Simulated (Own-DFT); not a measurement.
# Hybrid less PBE against volume: alpha-quartz SiO2, 70 atoms (O46Si24), with two O vacancies

All values are computed. Each geometry was run twice at fixed positions with Own-DFT, a retired in-house plane-wave program that no person has reviewed: with PBE, and with HSE06 (exact exchange share 0.25 at short range, screening 0.11 per bohr, Gygi-Baldereschi treatment of its divergence). Both used PseudoDojo norm-conserving files made for PBE, a cutoff of 48 hartree, the Gamma point alone, fixed occupations, a neutral cell and no spin. One k point on a cell 8.5 Å thick isn't converged, and results move with the size of the cell. The oxygen file's force components were 24 meV/Å off all-electron values in a glass.

Unstrained cell vectors in Å: (9.827, 0.000, 0.000); (-4.913, 8.510, 0.000); (0.000, 0.000, 10.810), volume V0 = 904.1 Å³, from measured lattice constants. Each geometry has its own random strain of a few per cent, its own defect sites and random moves of rms u per axis. HSE06 gave the energy alone. D is its energy less that of PBE, over the lowest D shown. The PBE stress wasn't checked against mesh or cutoff.

```
run  V - V0 (Å³)   u (Å)  P with PBE (GPa)  D (eV)
  1        -37.7  0.0287             17.74   0.000
  2         -3.6  0.0295              7.92   0.935
  3        -35.5  0.0293             16.22   0.102
  4         15.4  0.0296              4.61   1.327
  5         -1.7  0.0261              7.49   1.062
  6        -11.8  0.0302              9.86   0.697
  7        -12.9  0.0326             10.64   0.741
  8         18.3  0.0327              3.63   1.564
  9        -21.1  0.0280             13.18   0.393
 10         -5.8  0.0298              8.42   0.900
 11         10.0  0.0278              5.37   1.267
 12         27.4  0.0291              1.48   1.729
 13         -0.6  0.0289              7.82   1.065
 14         25.0  0.0313              2.37       ?
```

## What the rows give

D = 1.03 + 0.0264 (V - V0) eV, with an error of 0.0008 on the volume slope and a scatter of 0.06 eV. Pressure is -dE/dV, and 1 eV/Å³ is 160.2 GPa, so HSE06 changes the pressure by -4.2 ± 0.1 GPa. Turning this into a change of volume would need the relaxed stiffness: quartz yields by tilting its tetrahedra, which these fixed-ion runs don't allow.

## Withheld run

The question: what D should run 14 give?

From the fit: 1.69 eV, with rows scattering by 0.06. Computed: 1.700 eV.
